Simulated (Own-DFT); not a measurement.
Simulation results for SiC (4H silicon carbide, atoms displaced)

A calculation, not a measurement: plane-wave PBE density functional theory by an unreviewed code, no spin, of a simulated periodic cell, stress positive in tension, free energy of the whole cell less one offset for each atom, forces on such cells passed a denser k mesh, this cell's mesh not checked; offsets are fitted by least squares, one for each functional and potential file, so energies compare only between cells with the same atoms and settings and are not formation energies; the far tail of each file's local potential was reset to the Coulomb form; each entry is a single point on an unrelaxed cell, so the pressure reflects the starting lattice, mostly measured values (interpolated for alloys), from which strain is counted, and rises with the displacements; printed positions are rounded, which can move forces by about a meV/angstrom; the program, named Own-DFT, is a retired in-house code; no spin-orbit coupling. Program: Own-DFT development build.

Common to all runs: functional PBE; potential files PseudoDojo norm-conserving, scalar-relativistic, standard set; wave cutoff 42 hartree; occupations Fermi-Dirac; smearing width 0.1 eV; hardware one NVIDIA H200; k mesh 3 x 3 x 3 centred on Gamma.

(1) 
```cif
# cell vector a (Å): 12.3308 0.0000 0.0000
# cell vector b (Å): -6.1654 10.6788 0.0000
# cell vector c (Å): 0.0000 0.0000 10.0681
data_SiC
_symmetry_space_group_name_H-M 'P 1'
_symmetry_Int_Tables_number 1
_cell_length_a 12.3308
_cell_length_b 12.3308
_cell_length_c 10.0681
_cell_angle_alpha 90.000
_cell_angle_beta 90.000
_cell_angle_gamma 120.000
_cell_volume 1325.75
loop_
_atom_site_label
_atom_site_type_symbol
_atom_site_fract_x
_atom_site_fract_y
_atom_site_fract_z
_atom_site_occupancy
Si1 Si 0.00043 0.99394 0.41189 1
Si2 Si 0.07972 0.16156 0.14632 1
C1 C 0.00786 0.00670 0.10485 1
C2 C 0.08182 0.17112 0.34688 1
Si3 Si 0.99870 0.25243 0.40611 1
Si4 Si 0.08783 0.42276 0.16215 1
C3 C 0.00191 0.25692 0.08936 1
C4 C 0.08823 0.41483 0.33371 1
Si5 Si 0.00681 0.49903 0.41164 1
Si6 Si 0.07930 0.65534 0.15921 1
C5 C 0.01253 0.51229 0.08449 1
C6 C 0.08056 0.66907 0.33896 1
Si7 Si 0.00064 0.75706 0.40158 1
Si8 Si 0.07917 0.90606 0.14823 1
C7 C 0.00393 0.74970 0.09211 1
C8 C 0.08612 0.92347 0.33897 1
Si9 Si 0.25006 0.99501 0.40474 1
Si10 Si 0.33664 0.17304 0.15448 1
C9 C 0.24789 0.00234 0.09765 1
C10 C 0.34383 0.16674 0.33852 1
Si11 Si 0.24547 0.24718 0.41820 1
Si12 Si 0.34166 0.42005 0.15205 1
C11 C 0.25250 0.25310 0.09405 1
C12 C 0.34899 0.42436 0.34069 1
Si13 Si 0.25580 0.50228 0.40434 1
Si14 Si 0.33623 0.67126 0.14885 1
C13 C 0.24651 0.50731 0.08887 1
C14 C 0.32735 0.65453 0.34736 1
Si15 Si 0.25141 0.75781 0.40806 1
Si16 Si 0.33113 0.92070 0.14357 1
C15 C 0.25475 0.75390 0.08902 1
C16 C 0.32399 0.90211 0.34523 1
Si17 Si 0.50445 0.00866 0.40445 1
Si18 Si 0.59050 0.16232 0.14960 1
C17 C 0.49736 0.00007 0.09976 1
C18 C 0.58310 0.16801 0.34042 1
Si19 Si 0.49446 0.24382 0.40428 1
Si20 Si 0.57928 0.41427 0.15392 1
C19 C 0.50615 0.25801 0.08379 1
C20 C 0.57857 0.42038 0.34133 1
Si21 Si 0.49760 0.50486 0.40698 1
Si22 Si 0.57273 0.66684 0.14641 1
C21 C 0.50672 0.50220 0.08455 1
C22 C 0.58144 0.66797 0.35856 1
Si23 Si 0.50274 0.74953 0.40301 1
Si24 Si 0.59489 0.91164 0.15785 1
C23 C 0.49916 0.74078 0.09730 1
C24 C 0.57585 0.90485 0.34141 1
Si25 Si 0.75245 0.00174 0.40073 1
Si26 Si 0.83649 0.16355 0.14752 1
C25 C 0.74507 0.00368 0.10292 1
C26 C 0.83361 0.16810 0.35269 1
Si27 Si 0.75519 0.25021 0.41472 1
Si28 Si 0.83207 0.41961 0.14889 1
C27 C 0.74399 0.24081 0.09853 1
C28 C 0.83718 0.42072 0.34815 1
Si29 Si 0.75341 0.50332 0.40900 1
Si30 Si 0.83522 0.66848 0.14837 1
C29 C 0.74937 0.49150 0.09336 1
C30 C 0.84683 0.67472 0.34576 1
Si31 Si 0.74811 0.75834 0.40422 1
Si32 Si 0.83114 0.91057 0.16381 1
C31 C 0.75660 0.75756 0.08606 1
C32 C 0.83167 0.91918 0.35132 1
Si33 Si 0.99971 0.00146 0.89752 1
Si34 Si 0.91276 0.83390 0.65888 1
C33 C 0.00423 0.01178 0.59177 1
C34 C 0.92521 0.83791 0.83881 1
Si35 Si 0.99136 0.74316 0.91123 1
Si36 Si 0.91016 0.57729 0.64884 1
C35 C 0.99687 0.74506 0.59289 1
C36 C 0.91093 0.58104 0.83687 1
Si37 Si 0.00205 0.50965 0.91766 1
Si38 Si 0.91322 0.33492 0.65563 1
C37 C 0.99523 0.50165 0.59583 1
C38 C 0.92402 0.34299 0.85098 1
Si39 Si 0.99149 0.24771 0.90656 1
Si40 Si 0.91203 0.07506 0.65910 1
C39 C 0.00148 0.24946 0.58987 1
C40 C 0.92074 0.08411 0.83456 1
Si41 Si 0.75482 0.00908 0.91338 1
Si42 Si 0.65715 0.82688 0.65117 1
C41 C 0.74272 0.00135 0.59767 1
C42 C 0.67595 0.83519 0.84212 1
Si43 Si 0.74868 0.73867 0.90711 1
Si44 Si 0.67365 0.58513 0.65337 1
C43 C 0.74823 0.74337 0.60387 1
C44 C 0.65391 0.56929 0.84780 1
Si45 Si 0.74068 0.49068 0.90577 1
Si46 Si 0.67490 0.34406 0.65571 1
C45 C 0.74463 0.49616 0.60002 1
C46 C 0.67039 0.33242 0.84391 1
Si47 Si 0.74819 0.25309 0.90790 1
Si48 Si 0.67122 0.08546 0.65331 1
C47 C 0.74859 0.24774 0.58578 1
C48 C 0.67638 0.07653 0.84798 1
Si49 Si 0.49875 0.99755 0.90747 1
Si50 Si 0.41404 0.83620 0.65314 1
C49 C 0.50726 0.00462 0.59096 1
C50 C 0.41412 0.83153 0.84685 1
Si51 Si 0.49994 0.75020 0.90976 1
Si52 Si 0.40803 0.57774 0.66000 1
C51 C 0.50427 0.75298 0.60108 1
C52 C 0.42182 0.58394 0.84336 1
Si53 Si 0.50319 0.50348 0.91610 1
Si54 Si 0.41972 0.33641 0.65071 1
C53 C 0.50395 0.50267 0.58518 1
C54 C 0.42136 0.33040 0.84490 1
Si55 Si 0.49441 0.24882 0.91338 1
Si56 Si 0.41479 0.09147 0.66829 1
C55 C 0.50317 0.27189 0.59348 1
C56 C 0.40216 0.07997 0.83915 1
Si57 Si 0.25283 0.99239 0.90396 1
Si58 Si 0.16010 0.82865 0.65909 1
C57 C 0.24347 0.99057 0.59033 1
C58 C 0.15995 0.83337 0.83984 1
Si59 Si 0.24670 0.75124 0.90534 1
Si60 Si 0.16692 0.58927 0.64834 1
C59 C 0.26088 0.76162 0.60006 1
C60 C 0.15944 0.58282 0.85073 1
Si61 Si 0.24654 0.50385 0.90571 1
Si62 Si 0.16142 0.32641 0.65693 1
C61 C 0.24556 0.49353 0.58370 1
C62 C 0.16422 0.33006 0.84245 1
Si63 Si 0.25178 0.24670 0.90377 1
Si64 Si 0.16169 0.07399 0.66819 1
C63 C 0.25579 0.25714 0.60145 1
C64 C 0.17524 0.08774 0.84480 1
_calc_free_energy_of_cell_above_offsets '-3.112'  # eV
_calc_pressure 6.94  # GPa
_calc_stress_xx -6.31  # GPa
_calc_stress_yy -6.54  # GPa
_calc_stress_zz -7.97  # GPa
_calc_stress_yz -0.15  # GPa
_calc_stress_xz -0.68  # GPa
_calc_stress_xy 0.09  # GPa
_calc_wall_time 561.3  # s
```

Force:
```tsv
element	x (eV/Å)	y (eV/Å)	z (eV/Å)
Si	-0.824	2.707	-1.552
Si	0.502	4.309	3.022
C	-1.434	-4.468	-3.09
C	0.809	-1.29	-0.712
Si	0.934	-0.5	-0.098
Si	-0.116	-0.482	-3.487
C	0.281	-1.441	0.588
C	-0.899	0.575	3.815
Si	-1.379	0.687	-1.756
Si	0.589	4.964	0.268
C	-1.468	-4.351	4.13
C	1.123	-0.52	1.993
Si	2.393	0.173	1.312
Si	-0.071	3.629	1.789
C	-0.538	-2.057	-0.175
C	0.399	-1.441	0.15
Si	0.086	0.757	-0.528
Si	0.366	-0.769	-0.048
C	0.331	-0.041	-1.747
C	-3.508	-1.637	0.847
Si	1.229	0.848	-2.276
Si	-1.798	0.012	0.509
C	-0.349	-0.208	-0.609
C	-3.95	-2.441	-0.585
Si	0.427	-2.77	-0.82
Si	-1.167	-0.939	2.181
C	2.225	-0.887	0.691
C	-0.236	4.785	-1.485
Si	0.787	-5.267	0.665
Si	0.589	-1.298	2.933
C	-1.159	-0.234	0.492
C	0.779	6.232	-2.255
Si	-0.339	-2.609	-0.24
Si	-3.862	0.347	2.178
C	1.558	-0.881	-1.722
C	0.992	0.589	0.159
Si	1.729	3.181	0.832
Si	1.285	1.007	1.19
C	0.176	-2.329	3.355
C	1.736	-0.269	0.103
Si	2.901	-0.242	0.294
Si	6.186	-2.132	3.329
C	-0.967	0.339	3.921
C	1.366	0.443	-3.545
Si	-2.468	-1.258	2.305
Si	-5.242	-1.051	0.942
C	-3.213	3.876	-2.246
C	0.687	3.448	-0.104
Si	-2.027	0.029	2.143
Si	-0.901	2.423	3.039
C	4.227	-0.754	-2.047
C	0.344	-0.331	-2.382
Si	-1.671	0.633	-4.198
Si	2.509	-1.673	2.466
C	2.72	2.996	-1.903
C	0.536	-0.74	-0.646
Si	-0.95	-0.219	-1.149
Si	0.127	-0.907	1.834
C	-2.335	2.448	-0.873
C	-4.365	-1.492	-1.451
Si	1.853	-2.664	1.563
Si	0.588	2.485	-0.849
C	-0.73	-2.099	1.749
C	1.28	-0.123	-0.984
Si	1.243	0.3	1.998
Si	1.392	0.007	-1.192
C	0.644	-3.112	1.127
C	-1.265	-1.316	1.791
Si	1.093	0.974	-2.409
Si	-0.088	1.875	1.326
C	-0.6	0.718	-0.595
C	-0.25	-0.093	1.616
Si	-0.488	-1.365	-5.371
Si	1.666	-0.371	0.822
C	1.796	-0.357	-0.814
C	-1.902	-1.125	-0.917
Si	2.244	1.308	-1.186
Si	-1.787	2.089	-2.493
C	-1.568	-0.265	1.104
C	-1.17	0.252	3.314
Si	3.382	-3.935	-0.534
Si	2.828	2.193	2.448
C	3.224	-1.77	-1.963
C	-1.358	-0.34	1.335
Si	-0.758	2.089	-2.125
Si	-3.033	-1.904	1.376
C	-0.591	2.732	-2.307
C	2.771	2.47	-1.197
Si	1.062	1.405	0.056
Si	-1.13	-4.256	0.561
C	1.397	2.455	-2.326
C	-1.606	-1.356	-0.627
Si	2.207	-1.094	0.069
Si	-1.43	-0.128	1.441
C	-0.435	1.311	4.06
C	-5.399	3.21	-1.645
Si	0.363	0.308	-0.159
Si	3.638	1.491	1.478
C	-1.724	0.412	1.024
C	0.061	0.388	-0.383
Si	1.087	0.279	-1.793
Si	1.83	0.93	-1.448
C	-3.747	-2.175	-2.018
C	-1.742	-0.275	1.05
Si	-1.818	-2.45	-4.694
Si	-2.429	2.54	2.462
C	-0.793	0.335	2.638
C	-1.898	1.499	-0.38
Si	1.222	-0.219	-3.619
Si	0.709	-0.303	-5.058
C	4.601	-4.795	-1.103
C	4.44	1.41	2.977
Si	-3.706	0.223	1.575
Si	0.447	0.334	-0.902
C	-0.135	1.782	1.023
C	0.773	-1.217	1.578
Si	0.134	-0.316	-0.458
Si	0.631	-0.894	1.752
C	-3.331	-2.911	-1.817
C	1.295	1.253	-2.392
Si	0.924	-1.169	-0.725
Si	0.02	1.252	0.179
C	-0.719	0.747	2.395
C	-0.188	0.521	0.802
Si	-0.271	2.123	0.243
Si	0.956	1.978	-2.848
C	-0.412	-2.35	-0.546
C	-0.993	-2.438	1.194
```

(2) 
```cif
# cell vector a (Å): 12.3308 0.0000 0.0000
# cell vector b (Å): -6.1654 10.6788 0.0000
# cell vector c (Å): 0.0000 0.0000 10.0681
data_SiC
_symmetry_space_group_name_H-M 'P 1'
_symmetry_Int_Tables_number 1
_cell_length_a 12.3308
_cell_length_b 12.3308
_cell_length_c 10.0681
_cell_angle_alpha 90.000
_cell_angle_beta 90.000
_cell_angle_gamma 120.000
_cell_volume 1325.75
loop_
_atom_site_label
_atom_site_type_symbol
_atom_site_fract_x
_atom_site_fract_y
_atom_site_fract_z
_atom_site_occupancy
Si1 Si 0.00864 0.01294 0.40855 1
Si2 Si 0.08816 0.16157 0.16164 1
C1 C 0.98737 0.99512 0.09239 1
C2 C 0.08282 0.16235 0.34371 1
Si3 Si 0.99737 0.24818 0.40162 1
Si4 Si 0.08370 0.41487 0.16376 1
C3 C 0.99879 0.24904 0.08704 1
C4 C 0.07644 0.41555 0.34627 1
Si5 Si 0.98647 0.48917 0.41829 1
Si6 Si 0.07711 0.65641 0.15556 1
C5 C 0.00094 0.49506 0.09739 1
C6 C 0.08116 0.66212 0.34449 1
Si7 Si 0.01204 0.76024 0.40312 1
Si8 Si 0.08374 0.92059 0.15564 1
C7 C 0.99876 0.74615 0.08619 1
C8 C 0.08801 0.91803 0.35142 1
Si9 Si 0.26032 0.00700 0.40607 1
Si10 Si 0.33245 0.16636 0.15323 1
C9 C 0.24955 0.99715 0.08533 1
C10 C 0.33019 0.16397 0.33857 1
Si11 Si 0.24830 0.25331 0.40564 1
Si12 Si 0.33020 0.41421 0.16879 1
C11 C 0.25241 0.23701 0.08886 1
C12 C 0.33389 0.41095 0.35089 1
Si13 Si 0.24886 0.50038 0.40730 1
Si14 Si 0.33850 0.67073 0.16413 1
C13 C 0.25942 0.50420 0.09831 1
C14 C 0.34720 0.67612 0.34707 1
Si15 Si 0.24573 0.74541 0.39840 1
Si16 Si 0.33443 0.92377 0.15217 1
C15 C 0.24848 0.74522 0.09498 1
C16 C 0.33604 0.91782 0.34627 1
Si17 Si 0.50606 0.01029 0.40280 1
Si18 Si 0.58686 0.16774 0.15461 1
C17 C 0.49579 0.99643 0.10034 1
C18 C 0.59074 0.17245 0.35149 1
Si19 Si 0.50093 0.24529 0.41267 1
Si20 Si 0.57974 0.42045 0.16365 1
C19 C 0.50564 0.24498 0.09229 1
C20 C 0.58324 0.41909 0.35145 1
Si21 Si 0.50398 0.50283 0.40324 1
Si22 Si 0.58117 0.65859 0.16309 1
C21 C 0.50303 0.50393 0.09128 1
C22 C 0.59120 0.66849 0.34412 1
Si23 Si 0.49484 0.74439 0.40279 1
Si24 Si 0.57142 0.90820 0.16139 1
C23 C 0.50898 0.74948 0.09157 1
C24 C 0.57904 0.92068 0.33391 1
Si25 Si 0.74759 0.00628 0.40811 1
Si26 Si 0.83421 0.15597 0.16164 1
C25 C 0.74228 0.99561 0.09819 1
C26 C 0.82923 0.16458 0.33469 1
Si27 Si 0.74525 0.24993 0.40306 1
Si28 Si 0.82654 0.41726 0.14611 1
C27 C 0.74922 0.25497 0.08870 1
C28 C 0.83714 0.41528 0.34720 1
Si29 Si 0.75130 0.49713 0.40652 1
Si30 Si 0.84892 0.68765 0.14910 1
C29 C 0.75512 0.50435 0.09187 1
C30 C 0.83540 0.66048 0.34195 1
Si31 Si 0.75505 0.75112 0.39957 1
Si32 Si 0.83045 0.91001 0.14973 1
C31 C 0.75746 0.75539 0.09817 1
C32 C 0.84345 0.92315 0.35952 1
Si33 Si 0.00343 0.99355 0.91219 1
Si34 Si 0.92017 0.82923 0.65470 1
C33 C 0.99583 0.99221 0.59022 1
C34 C 0.91335 0.83226 0.83748 1
Si35 Si 0.99444 0.75257 0.90945 1
Si36 Si 0.91842 0.58972 0.65389 1
C35 C 0.99873 0.75768 0.59421 1
C36 C 0.91830 0.58503 0.84675 1
Si37 Si 0.99176 0.50127 0.90227 1
Si38 Si 0.92257 0.33309 0.65795 1
C37 C 0.99806 0.49862 0.58727 1
C38 C 0.92094 0.33807 0.85131 1
Si39 Si 0.00284 0.25762 0.90402 1
Si40 Si 0.90624 0.07635 0.65976 1
C39 C 0.99616 0.24565 0.58895 1
C40 C 0.92227 0.07898 0.85342 1
Si41 Si 0.75092 0.99455 0.90856 1
Si42 Si 0.66276 0.83551 0.65742 1
C41 C 0.74798 0.99184 0.59284 1
C42 C 0.67088 0.83097 0.84165 1
Si43 Si 0.76479 0.75608 0.90344 1
Si44 Si 0.66461 0.57251 0.65710 1
C43 C 0.74796 0.75574 0.58834 1
C44 C 0.67063 0.58318 0.85263 1
Si45 Si 0.74244 0.49368 0.89851 1
Si46 Si 0.66418 0.32443 0.64867 1
C45 C 0.74834 0.49744 0.60154 1
C46 C 0.66779 0.32374 0.83222 1
Si47 Si 0.74422 0.23936 0.89514 1
Si48 Si 0.65681 0.08221 0.65794 1
C47 C 0.76187 0.25738 0.58977 1
C48 C 0.66468 0.08925 0.83945 1
Si49 Si 0.49351 0.99165 0.91234 1
Si50 Si 0.42339 0.83388 0.65731 1
C49 C 0.50332 0.00029 0.59325 1
C50 C 0.41581 0.83605 0.84578 1
Si51 Si 0.51103 0.75274 0.89833 1
Si52 Si 0.40824 0.58050 0.65429 1
C51 C 0.49999 0.73915 0.59531 1
C52 C 0.42102 0.58019 0.85921 1
Si53 Si 0.49779 0.50522 0.90705 1
Si54 Si 0.41158 0.32844 0.66180 1
C53 C 0.50757 0.50376 0.59279 1
C54 C 0.42146 0.33731 0.82836 1
Si55 Si 0.48685 0.24994 0.91086 1
Si56 Si 0.40473 0.07934 0.64829 1
C55 C 0.50390 0.26409 0.59170 1
C56 C 0.41434 0.08294 0.85055 1
Si57 Si 0.25875 0.00564 0.90849 1
Si58 Si 0.16453 0.83063 0.66257 1
C57 C 0.24879 0.99235 0.59485 1
C58 C 0.17028 0.83461 0.83470 1
Si59 Si 0.24855 0.74896 0.90236 1
Si60 Si 0.16797 0.57496 0.66043 1
C59 C 0.24900 0.74521 0.60273 1
C60 C 0.17666 0.57967 0.85715 1
Si61 Si 0.24633 0.49645 0.90942 1
Si62 Si 0.16304 0.33222 0.65792 1
C61 C 0.24416 0.49586 0.59171 1
C62 C 0.17164 0.32758 0.83646 1
Si63 Si 0.24061 0.23545 0.90577 1
Si64 Si 0.16183 0.08086 0.65351 1
C63 C 0.25527 0.24393 0.59745 1
C64 C 0.16090 0.08697 0.84684 1
_calc_free_energy_of_cell_above_offsets '-4.592'  # eV
_calc_pressure 6.32  # GPa
_calc_stress_xx -6.04  # GPa
_calc_stress_yy -5.82  # GPa
_calc_stress_zz -7.08  # GPa
_calc_stress_yz -0.13  # GPa
_calc_stress_xz -1.13  # GPa
_calc_stress_xy -0.16  # GPa
_calc_wall_time 531.7  # s
```

Force:
```tsv
element	x (eV/Å)	y (eV/Å)	z (eV/Å)
Si	0.266	-4.878	0.928
Si	-1.912	0.283	-2.407
C	3.543	0.943	0.634
C	-0.192	3.572	-0.296
Si	-0.468	-0.219	0.229
Si	-0.061	-0.005	-1.836
C	1.563	-0.082	2.354
C	1.561	0.085	0.749
Si	2.072	2.32	-3.802
Si	0.541	1.238	0.093
C	-1.26	-0.025	-1.251
C	-0.152	-0.189	0.025
Si	-1.515	-2.997	0.885
Si	0.435	-1.017	0.47
C	2.085	2.418	1.328
C	-0.164	2.428	-2.103
Si	-1.254	-2.19	0.145
Si	3.198	-1.403	0.589
C	-1.196	0.83	2.004
C	0.547	1.471	0.844
Si	1.714	-2.279	1.524
Si	1.041	0.061	-2.766
C	-2.931	2.728	0.687
C	-1.032	2.26	-0.343
Si	-0.234	-0.109	-0.652
Si	0.522	-0.263	-2.511
C	-1.482	-1.543	0.905
C	-4.431	-3.808	-0.886
Si	0.674	1.153	2.216
Si	-0.042	-2.708	1.426
C	-0.406	1.163	0.038
C	-0.205	0.459	-0.71
Si	-0.117	-2.696	0.722
Si	0.811	-0.253	0.148
C	0.626	0.867	-1.143
C	-2.496	-0.925	-2.072
Si	-1.738	1.851	-1.572
Si	2.535	-0.519	-1.257
C	-3.147	1.635	0.938
C	0.707	-1.29	-1.175
Si	0.184	-0.089	2.198
Si	0.514	2.536	-1.558
C	-0.732	-2.258	1.298
C	-1.924	-0.41	-0.141
Si	4.375	3.376	1.927
Si	1.886	0.941	-2.562
C	-1.386	-0.389	0.329
C	1.181	-0.731	4.236
Si	1.331	-2.173	-0.866
Si	-1.501	1.952	-3.577
C	0.495	-0.733	-0.884
C	0.351	0.837	3.258
Si	3.581	1.514	0.85
Si	2.248	0.043	1.809
C	1.152	-2.192	-0.051
C	-2.844	-1.033	-1.613
Si	-0.023	0.543	0.423
Si	-1.217	-5.354	2.374
C	-2.149	0.72	-0.43
C	0.227	2.246	-0.383
Si	0.965	0.635	1.956
Si	-2.269	2.539	3.447
C	-1.35	-2.068	-2.008
C	-1.816	-0.416	-3.148
Si	-1.744	0.842	-1.274
Si	-4.409	1.255	-0.871
C	0.067	2.215	1.334
C	2.942	1.458	0.597
Si	2.318	-0.568	-2.274
Si	0.122	-1.033	0.484
C	3.548	-2.277	-1.047
C	-1.464	0.842	-1.343
Si	3.106	-0.032	2.252
Si	-1.193	0.496	0.199
C	0.693	0.531	4.725
C	-0.731	-1.184	-2.312
Si	1.352	-1.996	0.293
Si	2.304	0.286	0.27
C	0.689	-0.27	0.683
C	-1.908	0.786	-1.383
Si	-0.686	1.397	0.172
Si	2.228	-2.096	-0.83
C	-2.787	2.223	0.159
C	0.368	0.723	0.127
Si	-3.802	-2.734	1.177
Si	-1.041	3.508	0.7
C	1.62	-1.774	1.169
C	-1.604	0.672	-1.491
Si	1.913	-0.882	1.426
Si	0.629	1.849	1.221
C	1.486	-0.346	-1.858
C	-2.053	1.011	1.35
Si	0.082	4.203	2.829
Si	3.193	1.358	-0.578
C	-1.45	-2.416	-0.059
C	0.916	-5.067	0.511
Si	0.285	2.796	-0.37
Si	-1.429	-0.753	-0.461
C	-2.228	-0.32	-0.981
C	1.689	-1.412	-0.525
Si	-2.089	-0.978	2.184
Si	2.969	-1.129	1.516
C	-1.834	2.341	-0.596
C	-4.191	1.974	-3.548
Si	3.972	-2.175	0.104
Si	0.876	2.44	-4.292
C	-2.979	-1.721	-0.026
C	-1.398	-0.348	6.592
Si	3.685	0.008	-1.661
Si	3.175	1.705	2.353
C	0.373	-3.88	0.007
C	0.961	0.573	-1.695
Si	-2.358	-1.836	-1.883
Si	0.604	-0.571	-2.91
C	-2.061	0.766	-0.836
C	-1.293	0.079	4.168
Si	0.494	-0.272	1.111
Si	-2.093	1.892	0.394
C	0.22	0.083	-1.513
C	-4.299	0.818	-2.972
Si	3.535	-1.072	1.337
Si	1.261	-1.446	-1.421
C	1.211	-0.475	-0.025
C	-1.767	1.252	2.291
Si	0.862	4.68	-0.173
Si	0.269	-0.899	0.679
C	-2.851	0.559	-1.598
C	2.44	-4.066	-1.591
```
